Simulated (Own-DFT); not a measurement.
# What a defect does to the pressure of its cell: C40 NbSi2

Everything here is calculated. The program is Own-DFT (plane waves, in-house, since retired, never reviewed by a person); positions were held fixed, and spin and spin-orbit coupling were off.

All runs used: PBE; PseudoDojo norm-conserving scalar-relativistic files; cutoff 42 hartree; 4 x 4 x 5 k mesh centred on Gamma; cold (Marzari-Vanderbilt) smearing of 0.2 eV.

Limits: forces on such cells failed a check on a denser k mesh; stress not checked against mesh or cutoff.

All runs share one cell, with vectors in Å (0.000, 8.324, 0.000); (-9.613, 0.000, 0.000); (0.000, 0.000, 6.586) and a volume of 527.0 Å³. Atoms were moved at random from their sites; u is the rms move along one axis. The defect's site can differ from row to row.

| cell | formula | u (Å) | P (GPa) |
|---|---|---|---|
| no defect | Nb12Si24 | 0.0220 | 1.54 |
| no defect | Nb12Si24 | 0.0510 | 2.86 |
| no defect | Nb12Si24 | 0.0522 | 2.66 |
| one Si vacancy | Nb12Si23 | 0.0305 | 1.16 |
| one Si vacancy | Nb12Si23 | 0.0316 | 1.04 |
| one Si vacancy | Nb12Si23 | 0.0566 | 1.94 |
| two Si on a Nb site each | Nb10Si26 | 0.0329 | 1.55 |
| two Si on a Nb site each | Nb10Si26 | 0.0469 | 2.26 |
| two Si on a Nb site each | Nb10Si26 | 0.0579 | 2.89 |
| two Nb vacancies | Nb10Si24 | 0.0277 | -0.10 |
| two Nb vacancies | Nb10Si24 | 0.0284 | ? |
| two Nb vacancies | Nb10Si24 | 0.0464 | -0.03 |
| two Nb vacancies | Nb10Si24 | 0.0497 | 0.52 |
| two Nb on a Si site each | Nb14Si22 | 0.0263 | 7.35 |
| two Nb on a Si site each | Nb14Si22 | 0.0334 | 7.70 |
| two Nb on a Si site each | Nb14Si22 | 0.0445 | 8.24 |

## Analysis

P = P0 + c u² + a shift for each defect gives P0 = 1.43 GPa, c = 479 ± 58 GPa/Å² and a scatter of 0.20 GPa. The shifts, and each times the cell's volume:

- two Nb on a Si site each: 5.73 ± 0.17 GPa, 18.9 eV (9.4 eV for each of its 2 sites)
- two Si on a Nb site each: -0.25 ± 0.16 GPa, -0.8 eV (-0.4 eV for each of its 2 sites) (not resolved)
- one Si vacancy: -0.87 ± 0.16 GPa, -2.9 eV
- two Nb vacancies: -2.15 ± 0.16 GPa, -7.1 eV (-3.5 eV for each of its 2 sites)

Against the defect-free cell, a freed cell would be larger where the shift is positive and smaller where it is negative (160.2 GPa Å³ is 1 eV). The atoms around the defects weren't relaxed, which would change these numbers.

## Test on the hidden row

Q: what pressure belongs in the blank (two Nb vacancies, u = 0.0284 Å)?

Estimate: -0.34 ± 0.23 GPa. DFT gave -0.07 GPa.
